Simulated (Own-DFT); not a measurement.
Si$_{3}$N$_{4}$ (beta silicon nitride, strained, atoms displaced) (calculated)

All values are calculated (Own-DFT development build). A calculation, not a measurement: plane-wave PBE density functional theory by an unreviewed code, no spin, of a simulated periodic cell, stress positive in tension, free energy of the whole cell less one offset for each atom, forces on such cells moved up to 12 meV/angstrom on a denser k mesh; offsets are fitted by least squares, one for each functional and potential file, so energies compare only between cells with the same atoms and settings and are not formation energies; the far tail of each file's local potential was reset to the Coulomb form; each entry is a single point on an unrelaxed cell, so the pressure reflects the starting lattice, mostly measured values (interpolated for alloys), from which strain is counted, and rises with the displacements; printed positions are rounded, which can move forces by about a meV/angstrom; the program, named Own-DFT, is a retired in-house code; no spin-orbit coupling; before rounding, a Quantum ESPRESSO 7.3.1 run of the same cell and cutoff gave forces within 1 meV/angstrom rms on each cell, which checks the program and not the settings.

Settings shared by all entries: functional PBE; potential files PseudoDojo norm-conserving, scalar-relativistic, standard set; wave cutoff 42 hartree; occupations Fermi-Dirac; smearing width 0.1 eV; k mesh 2 x 2 x 4 centred on Gamma.

(1) 
```xyz
112
Lattice="15.0141 -0.1492 -0.0483 -7.6362 13.2765 -0.1085 -0.0185 -0.0586 5.7721" Properties=species:S:1:pos:R:3:force_x:R:1:force_y:R:1:force_z:R:1 formula=Si3N4 free_energy_of_cell_above_offsets=-6.953 pressure=13.11 stress_xx=-13.61 stress_yy=-9.36 stress_zz=-16.37 stress_yz=-2.3 stress_xz=-0.17 stress_xy=-3.46
Si    -1.6517     5.0225     0.6177      -0.24        2.8       1.82
Si     0.2264     2.7047     0.6641     -0.762      1.037      1.608
Si     1.3772     5.4696     0.6484     -2.167      0.547      0.159
Si     5.2775     1.3959     2.0674     -0.223      2.712      0.363
Si     3.4635     3.9013     2.1075     -0.594     -2.145       0.56
Si     2.3133     1.1025     2.0724      1.861      0.571     -0.508
N      2.3354     0.1016     0.6788     -0.249      1.381     -0.963
N      6.1410     1.9749     0.6438      0.205     -0.619      1.002
N      2.6655     4.3842     0.6935      1.484     -0.321     -1.721
N      1.3272     6.2732     2.1834      0.766      4.335     -3.469
N     -2.4816     4.6666     2.0942      1.432      0.348      0.626
N      1.0498     2.1805     2.0654     -2.337      0.902      1.944
N     -0.0842     4.4685     0.6735      2.184     -1.995     -0.633
N      3.6758     2.1913     2.1469      1.485     -1.214     -0.397
Si    -1.6634     4.9989     3.6576      2.532       0.11     -5.428
Si     0.2025     2.6754     3.6936      0.008     -1.164     -4.209
Si     1.3233     5.3603     3.5120      -0.51      0.426      3.855
Si     5.3517     1.4139     4.9742     -0.578      2.465      0.124
Si     3.5596     3.8122     5.0235     -3.394     -1.783     -0.585
Si     2.3644     1.0963     4.9518     -0.757     -2.404      1.937
N      2.4248     0.1987     3.5094     -0.967     -1.416      0.872
N      6.1645     1.9041     3.5206      -1.52     -0.967     -0.079
N      2.6562     4.2943     3.5564      1.153      0.176      1.386
N      1.3368     6.4179     5.0260      0.359     -1.417     -1.155
N     -2.4973     4.5656     4.9505     -0.278     -0.331      2.872
N      1.0089     2.1005     5.0309     -0.252      0.211      0.424
N     -0.0182     4.3172     3.5281     -1.638      0.499      0.857
N      3.6858     2.0268     5.0756      3.248       3.36     -0.314
Si    -5.5175    11.6881     0.6618      4.056      1.163      1.507
Si    -3.6776     9.3456     0.5928      2.819     -0.305      2.207
Si    -2.5561    12.0602     0.5269      2.637      0.257      2.295
Si     1.5152     8.1361     2.0862     -0.662     -2.726     -0.243
Si    -0.3684    10.5179     2.0948      1.175     -1.047     -2.683
Si    -1.3153     7.8063     2.0512      -8.15     -5.643      0.799
N     -1.4780     6.8691     0.5911     -0.038     -3.077      2.869
N      2.3149     8.4914     0.5955      3.653      2.307      5.096
N     -1.0903    10.9613     0.6283     -1.514      1.623     -1.659
N     -2.5092    13.0066     1.9986        0.4     -1.142      0.939
N     -6.1670    11.1603     2.0951     -3.043      0.101      1.288
N     -2.8339     8.8782     2.1173      2.007     -1.531     -1.258
N     -3.8177    11.0487     0.7376     -2.877     -1.055     -1.658
N     -0.0957     8.7245     2.1361      5.644      5.687      0.235
Si    -5.3488    11.7660     3.5216      -3.31     -0.004     -0.237
Si    -3.5858     9.2997     3.5543     -0.166      0.186      0.203
Si    -2.5214    12.0445     3.5302     -0.329      1.306     -2.214
Si     1.5023     8.1591     5.0484     -3.967     -2.518     -5.239
Si    -0.3103    10.4622     4.9012     -2.221     -0.938      1.857
Si    -1.3972     7.6576     4.9739     -2.621     -0.778     -1.778
N     -1.3761     6.6298     3.5802     -0.068      4.107     -1.292
N      2.2942     8.5234     3.5117      1.035      0.605      1.541
N     -1.1616    10.9939     3.4670      0.151      0.397      2.079
N     -2.5229    13.0531     4.9531        0.3     -3.204     -1.224
N     -6.1476    11.2162     5.0036     -3.903      -1.61     -3.433
N     -2.8031     8.7192     5.0111     -1.105      1.039     -1.262
N     -3.9113    11.0576     3.4131      3.796     -1.984      1.649
N     -0.1948     8.7378     5.0031      4.688      2.481      -0.56
Si     5.8707     5.0060     0.6800      2.062     -2.195     -1.155
Si     7.7996     2.5620     0.7122     -3.205      1.686      -1.24
Si     8.8788     5.3811     0.6593     -1.492     -1.109     -1.346
Si    12.8690     1.3808     2.1323     -1.756      1.751     -0.813
Si    11.0269     3.8111     2.0896      -0.81      1.919     -0.711
Si     9.8046     1.0807     2.0180      3.513      2.181      4.883
N      9.8310     0.1747     0.6912     -0.254      -1.77     -1.892
N     13.6408     1.8558     0.6461      1.237      0.224       1.41
N     10.2221     4.3539     0.6149      0.062     -0.137      1.109
N      8.8310     6.3028     2.0567      -0.12     -0.068      1.756
N      5.0423     4.5148     2.0832       0.48      1.151     -0.127
N      8.5015     2.0866     2.1611      0.162     -0.122     -1.236
N      7.5075     4.2689     0.7003      -0.54      1.912     -0.304
N     11.2193     2.2149     2.1362      0.432     -6.184     -0.637
Si     5.8778     4.9323     3.5167     -0.073      0.252     -0.329
Si     7.7235     2.5778     3.5401     -1.401      0.514      1.708
Si     8.8040     5.2970     3.5257      0.455      0.385     -0.549
Si    12.8344     1.2984     5.0312     -0.315       2.45     -1.558
Si    10.9430     3.8427     4.9394      1.483     -4.572      1.987
Si     9.8719     0.8547     4.9628      1.281      6.906      0.439
N      9.8254     0.1205     3.5255     -0.404     -3.243     -2.434
N     13.6736     1.7361     3.5541      1.096      0.578      1.308
N     10.2285     4.2777     3.5598     -2.869      1.722     -2.863
N      8.8408     6.2426     4.9558      -0.45      1.238      0.192
N      5.0756     4.4730     4.9345      0.991      1.065      1.576
N      8.4330     2.0700     5.0007      3.019     -1.983     -0.251
N      7.4216     4.2736     3.4647       1.44      0.364      0.529
N     11.3291     2.0315     4.9418     -3.945      0.462      0.474
Si     2.0810    11.7868     0.6437     -0.247     -3.005     -2.143
Si     3.9828     9.2438     0.6020     -6.289       4.56       5.36
Si     5.0617    12.0483     0.6073     -2.083     -0.408      -1.04
Si     9.0163     8.0008     2.0519     -0.433      1.218      1.842
Si     7.1313    10.4620     2.0697      3.606     -1.611     -0.793
Si     6.0624     7.6113     2.0865      0.451      2.942      -0.27
N      6.1094     6.7232     0.5986     -0.851     -0.787      1.751
N      9.8378     8.4783     0.6980     -1.623     -0.483     -3.393
N      6.3420    10.9118     0.6484      0.606      0.114     -1.957
N      5.0703    12.9510     2.0358     -0.212      -0.18      0.445
N      1.2370    11.2381     1.9452      -1.54     -0.908       3.47
N      4.6547     8.8352     2.0709      2.708     -2.834      0.689
N      3.6018    11.0672     0.6114      2.194     -1.834     -0.032
N      7.4114     8.7529     2.0819     -0.588     -1.668     -0.313
Si     2.0030    11.6088     3.4979      0.723      0.716     -1.719
Si     3.9031     9.1552     3.5503     -2.517      2.595     -0.755
Si     4.9887    11.9043     3.4089     -1.492      2.138      2.261
Si     8.9389     8.0127     4.8983      2.788     -1.168      1.696
Si     7.1899    10.3560     4.9644      0.807      2.135     -0.913
Si     6.0221     7.5977     5.0105      0.475      1.859       -2.4
N      6.0185     6.6939     3.5072     -0.568     -0.398      1.084
N      9.8592     8.4366     3.5323     -1.019     -0.218     -0.489
N      6.3764    10.9370     3.4475     -0.098      0.012      3.259
N      4.9303    12.9577     4.9701      0.627     -3.904     -1.674
N      1.2269    11.1182     4.9240      1.156      1.318      0.497
N      4.5918     8.7356     5.0488      5.247     -3.516     -5.855
N      3.5721    10.9273     3.4989      1.676     -0.872      0.046
N      7.4112     8.6947     4.8819     -2.222     -0.984      0.651
```

Units: free_energy_of_cell_above_offsets in eV; pressure, stress_xx, stress_yy, stress_zz, stress_yz, stress_xz, stress_xy in GPa; force_x, force_y, force_z in eV/Å.

(2) 
```xyz
112
Lattice="14.9831 0.1354 -0.1415 -7.3742 13.0911 -0.1083 -0.0541 -0.0791 5.8944" Properties=species:S:1:pos:R:3:force_x:R:1:force_y:R:1:force_z:R:1 formula=Si3N4 free_energy_of_cell_above_offsets=-5.875 pressure=9.15 stress_xx=-14.74 stress_yy=-7.63 stress_zz=-5.09 stress_yz=-5.82 stress_xz=-3.74 stress_xy=3.62
Si    -1.5156     4.9634     0.7219     -1.553      2.496     -0.445
Si     0.2120     2.6193     0.6719      4.393      3.356      -1.73
Si     1.4328     5.4130     0.6171      -2.91       2.85     -0.815
Si     5.3964     1.5282     2.1837     -5.636     -0.486     -5.103
Si     3.4510     3.9702     2.1702      4.053     -3.823     -6.739
Si     2.3261     1.1792     2.0869      3.444     -1.186      3.407
N      2.3797     0.2189     0.7459     -0.659     -2.529     -2.626
N      6.1404     1.9774     0.6400      1.957      0.743      1.516
N      2.7228     4.4511     0.6137      2.867      -1.86      0.151
N      1.3476     6.3573     2.1124      0.711      0.736     -1.344
N     -2.4146     4.5249     2.2042      2.558      1.431     -0.635
N      1.0217     2.1395     2.0436     -2.516      1.738      3.053
N      0.0406     4.3882     0.6552      0.647      -1.47      0.143
N      3.6999     2.2201     2.1794      0.978     -0.327     -0.307
Si    -1.5981     5.0177     3.6345      0.653     -0.329      0.815
Si     0.2046     2.6333     3.6387      0.208     -1.267     -1.803
Si     1.4019     5.3654     3.4858      -2.15      0.812      1.761
Si     5.2982     1.5521     5.1249     -2.018     -2.055     -2.186
Si     3.5120     3.9102     5.0139     -1.264     -1.565      1.687
Si     2.3168     1.0922     5.1278       2.46     -0.611      0.725
N      2.2959     0.2188     3.6906     -0.066     -2.476      -2.13
N      6.0168     2.0288     3.5237      2.655      0.392      6.534
N      2.7874     4.3953     3.5023     -2.649      1.308      5.461
N      1.4130     6.2534     4.9713      0.137       0.57      1.247
N     -2.4454     4.5939     5.0979      0.581     -0.065       0.57
N      0.9915     2.0785     5.0344     -1.904      1.423      1.693
N     -0.0228     4.2830     3.6389       0.62      1.621     -0.546
N      3.7148     2.1829     5.1675     -0.774     -0.181     -0.556
Si    -5.2442    11.4762     0.6138      0.578      2.951      1.112
Si    -3.5285     9.1638     0.5896      2.714      1.214      1.156
Si    -2.2906    11.9642     0.5540      0.205      0.669      0.969
Si     1.6767     8.1614     2.1183     -1.372     -2.195     -2.358
Si    -0.1657    10.4978     2.0946      2.305     -3.102     -1.892
Si    -1.3149     7.6701     2.1417      1.509     -0.141      0.875
N     -1.3837     6.7992     0.6999     -0.109      -3.03     -0.598
N      2.5030     8.5454     0.5515      0.296      0.193      1.567
N     -0.8334    10.9917     0.6292     -2.305      1.159       0.09
N     -2.2694    12.9190     2.0823        0.5     -0.941     -1.197
N     -6.0370    11.0511     2.1595     -0.736      0.318      -2.42
N     -2.6460     8.6946     2.0639     -2.263      0.941      1.107
N     -3.6496    10.9348     0.5294      0.262     -1.601       0.73
N      0.0612     8.7295     2.0857      0.098      1.387      0.374
Si    -5.2229    11.4941     3.5620      0.748       2.33      1.348
Si    -3.5077     9.1600     3.5474      2.602     -1.882      0.753
Si    -2.2309    11.9267     3.4789     -2.701      0.045       1.22
Si     1.5636     8.0120     5.0306      0.484     -1.249      0.032
Si    -0.1861    10.4796     5.0794      0.731     -3.392     -2.091
Si    -1.4076     7.5851     5.0790      1.667       1.78      3.313
N     -1.3481     6.7122     3.7232     -0.507      -1.13     -4.699
N      2.4466     8.4284     3.5774      2.086       1.87      0.103
N     -0.9150    10.8809     3.4801     -0.451      0.607      3.268
N     -2.2112    12.8055     5.0067      0.096      1.618     -1.014
N     -6.0286    10.9743     5.0460      -1.12      0.442     -0.569
N     -2.6969     8.6743     5.1038     -1.386      0.359     -2.184
N     -3.6696    10.7763     3.5279      1.049      4.375     -0.235
N      0.0011     8.6260     5.0887     -0.697      2.577     -0.355
Si     5.9984     5.1220     0.6309     -2.009     -1.896      1.304
Si     7.6878     2.7707     0.5831      1.715     -3.404      1.643
Si     8.8686     5.4441     0.5650      2.436      2.338     -0.389
Si    12.8932     1.6067     2.0946     -3.681     -0.192     -3.831
Si    11.0314     4.0688     2.1469      0.154     -4.454     -2.096
Si     9.8756     1.1540     2.0201      0.825      3.712      3.723
N      9.8876     0.2799     0.6191     -0.471      0.702     -1.051
N     13.7356     2.1692     0.5484     -5.123     -3.322      0.736
N     10.2771     4.3952     0.6933     -1.503      2.173     -3.051
N      8.8698     6.4563     2.1696      0.676      4.419     -8.521
N      5.0833     4.5113     2.1313      1.828      2.053     -1.053
N      8.5025     2.2599     2.1409     -0.419     -1.429     -1.466
N      7.5969     4.3880     0.5739     -3.091      2.749       0.21
N     11.2451     2.2604     2.0155      0.671     -0.456        0.7
Si     5.9131     5.0704     3.6021     -0.653     -1.714     -0.805
Si     7.6077     2.5961     3.5948      2.038       2.61     -1.308
Si     8.8671     5.4754     3.3200     -2.927      -4.48      9.101
Si    12.8831     1.5451     4.9894     -2.418      3.454      0.088
Si    11.0197     3.9752     5.0185     -1.336     -2.076      0.181
Si     9.7669     1.0867     5.0096       3.29      4.124      2.224
N      9.8932     0.2308     3.6521     -0.854     -2.306     -4.543
N     13.6041     2.0022     3.4722      3.036      1.203      3.071
N     10.1604     4.4556     3.4643      1.604     -0.595      3.419
N      8.8305     6.3539     4.9361      0.567     -0.133      0.803
N      5.0439     4.5428     5.1033      2.782      1.803      -0.89
N      8.5282     2.2652     5.0120     -1.566     -1.072      0.996
N      7.4604     4.3381     3.5397      0.578      0.902     -0.123
N     11.2510     2.2227     5.0623     -0.801      0.208     -0.604
Si     2.2772    11.7520     0.5907      -3.71     -2.369     -0.984
Si     4.0686     9.3686     0.5270     -1.347     -2.275     -1.099
Si     5.1726    12.0883     0.5618     -0.679     -0.558     -3.175
Si     9.2238     8.2320     2.0806     -3.718     -2.461     -3.574
Si     7.3245    10.6094     1.9371        1.1     -3.619      2.673
Si     6.1382     7.7374     2.0643      2.469      0.938      1.448
N      6.1790     6.8236     0.6578     -0.219     -0.307      -1.97
N      9.9485     8.5996     0.5243     -0.206     -0.384      0.783
N      6.5438    10.9915     0.5214     -0.879      1.149      -2.25
N      5.2723    12.9247     1.9919      0.161      1.255      0.795
N      1.4525    11.1821     2.0237     -0.546      0.169     -0.159
N      4.8004     8.8282     2.0048      1.126     -0.616      -1.46
N      3.7085    11.0149     0.4876      5.108      0.386      0.102
N      7.6064     8.7764     1.9357     -2.286      1.656      0.549
Si     2.1893    11.5922     3.4837      1.577      0.352      1.844
Si     4.0550     9.2252     3.4193     -1.777     -0.445      3.152
Si     5.1194    11.9773     3.4752      2.914      2.212      0.094
Si     9.0786     8.0892     4.9659      2.045     -1.924     -0.666
Si     7.3387    10.4923     4.8748      1.214     -1.417      2.715
Si     6.1770     7.7442     5.0962      1.759     -1.352     -2.304
N      6.1055     6.7446     3.4996     -0.144      2.201      1.578
N      9.8994     8.6874     3.4587      1.175     -0.526      3.513
N      6.5331    10.9056     3.5304     -1.311      1.837     -3.488
N      5.1173    13.0615     4.8323      0.545     -5.456      2.388
N      1.3493    11.2068     5.0107      1.023      0.437     -0.785
N      4.7951     8.6757     4.9245     -0.758      1.611       1.26
N      3.8964    10.9344     3.4544     -4.488     -1.308      0.202
N      7.6257     8.7863     4.9508       -4.6      0.474      0.147
```

Units: free_energy_of_cell_above_offsets in eV; pressure, stress_xx, stress_yy, stress_zz, stress_yz, stress_xz, stress_xy in GPa; force_x, force_y, force_z in eV/Å.
